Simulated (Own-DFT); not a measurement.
# Which defects push the lattice out? grey tin

Everything here is calculated. The program is Own-DFT (plane waves, in-house, since retired, never reviewed by a person); positions were held fixed, and spin and spin-orbit coupling were off.

Common settings: PBE; PseudoDojo norm-conserving scalar-relativistic files; cutoff 42 hartree; 3 x 3 x 3 k mesh centred on Gamma; cold (Marzari-Vanderbilt) smearing of 0.2 eV.

Known weak points (not all hold for every row): not probed for a lower state with spin; forces on such cells moved up to 12 meV/angstrom on a denser k mesh; stress not checked against mesh or cutoff.

All runs share one cell, with vectors in Å (12.978, 0.000, 0.000); (0.000, 12.978, 0.000); (0.000, 0.000, 12.978) and a volume of 2185.9 Å³. Atoms were moved at random from their sites; u is the rms move along one axis. The defect's site can differ from row to row.

```
            cell  formula   u (Å)  P (GPa)
       no defect     Sn64  0.0185     3.37
       no defect     Sn64  0.0198     3.38
       no defect     Sn64  0.0477     3.63
  one Sn vacancy     Sn63  0.0283        ?
  one Sn vacancy     Sn63  0.0306     3.26
  one Sn vacancy     Sn63  0.0490     3.33
  one Sn vacancy     Sn63  0.0516     3.48
two Sn vacancies     Sn62  0.0260     3.09
two Sn vacancies     Sn62  0.0280     3.09
two Sn vacancies     Sn62  0.0511     3.42
```

## Analysis

P = P0 + c u² + a shift for each defect gives P0 = 3.32 GPa, c = 141 ± 21 GPa/Å² and a scatter of 0.05 GPa. The shifts, and each times the cell's volume:

- one Sn vacancy: -0.24 ± 0.05 GPa, -3.3 eV
- two Sn vacancies: -0.31 ± 0.04 GPa, -4.2 eV (-2.1 eV for each of its 2 sites)

Against the defect-free cell, a freed cell would be larger where the shift is positive and smaller where it is negative (160.2 GPa Å³ is 1 eV). The atoms around the defects weren't relaxed, which would change these numbers.

## Check

Question: what pressure belongs in the blank (one Sn vacancy, u = 0.0283 Å)?

The fitted form gives 3.19 ± 0.07 GPa. The run itself gave 3.21 GPa.
